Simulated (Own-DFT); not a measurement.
# Point defects and the pressure they add: C40 NbSi2

Calculated, not measured: single-point runs of Own-DFT, a retired in-house plane-wave DFT program that no person has reviewed, on unrelaxed cells, without spin or spin-orbit coupling.

Method: PBE; PseudoDojo norm-conserving scalar-relativistic files; cutoff 42 hartree; 4 x 4 x 5 k mesh centred on Gamma; cold (Marzari-Vanderbilt) smearing of 0.2 eV.

Caveats: forces on such cells failed a check on a denser k mesh; stress not checked against mesh or cutoff.

All runs share one cell, with vectors in Å (0.000, 8.324, 0.000); (-9.613, 0.000, 0.000); (0.000, 0.000, 6.586) and a volume of 527.0 Å³. The atoms are randomly displaced, by u rms on each axis. The defect's site can differ from row to row.

```
cell,formula,u (Å),P (GPa)
no defect,Nb12Si24,0.0197,1.46
no defect,Nb12Si24,0.0197,1.47
no defect,Nb12Si24,0.0457,2.23
two Si on a Nb site each,Nb10Si26,0.0282,1.61
two Si on a Nb site each,Nb10Si26,0.0316,1.70
two Si on a Nb site each,Nb10Si26,0.0472,2.19
one Si vacancy,Nb12Si23,0.0320,1.18
one Si vacancy,Nb12Si23,0.0336,1.14
one Si vacancy,Nb12Si23,0.0419,1.18
two Nb on a Si site each,Nb14Si22,0.0287,7.61
two Nb on a Si site each,Nb14Si22,0.0293,7.59
two Nb on a Si site each,Nb14Si22,0.0510,8.41
two Nb vacancies,Nb10Si24,0.0283,-0.02
two Nb vacancies,Nb10Si24,0.0323,?
two Nb vacancies,Nb10Si24,0.0476,0.69
two Nb vacancies,Nb10Si24,0.0585,1.28
```

## What the rows give

P = P0 + c u² + a shift for each defect gives P0 = 1.29 GPa, c = 448 ± 30 GPa/Å² and a scatter of 0.09 GPa. The shifts, and each times the cell's volume:

- two Nb on a Si site each: 5.94 ± 0.07 GPa, 19.5 eV (9.8 eV for each of its 2 sites)
- two Si on a Nb site each: -0.06 ± 0.07 GPa, -0.2 eV (-0.1 eV for each of its 2 sites) (not resolved)
- one Si vacancy: -0.71 ± 0.07 GPa, -2.3 eV
- two Nb vacancies: -1.61 ± 0.08 GPa, -5.3 eV (-2.7 eV for each of its 2 sites)

Positive is outwards. The product with the volume (160.2 GPa Å³ to the eV) is nearly free of the cell's size; divided by the bulk modulus at the cell's pressure it gives the volume that the defect adds. The atoms around the defects weren't relaxed, which would change these numbers.

## Test on the hidden row

Asked: what pressure belongs in the blank (two Nb vacancies, u = 0.0323 Å)?

The fitted form gives 0.15 ± 0.11 GPa. The run itself gave 0.16 GPa.
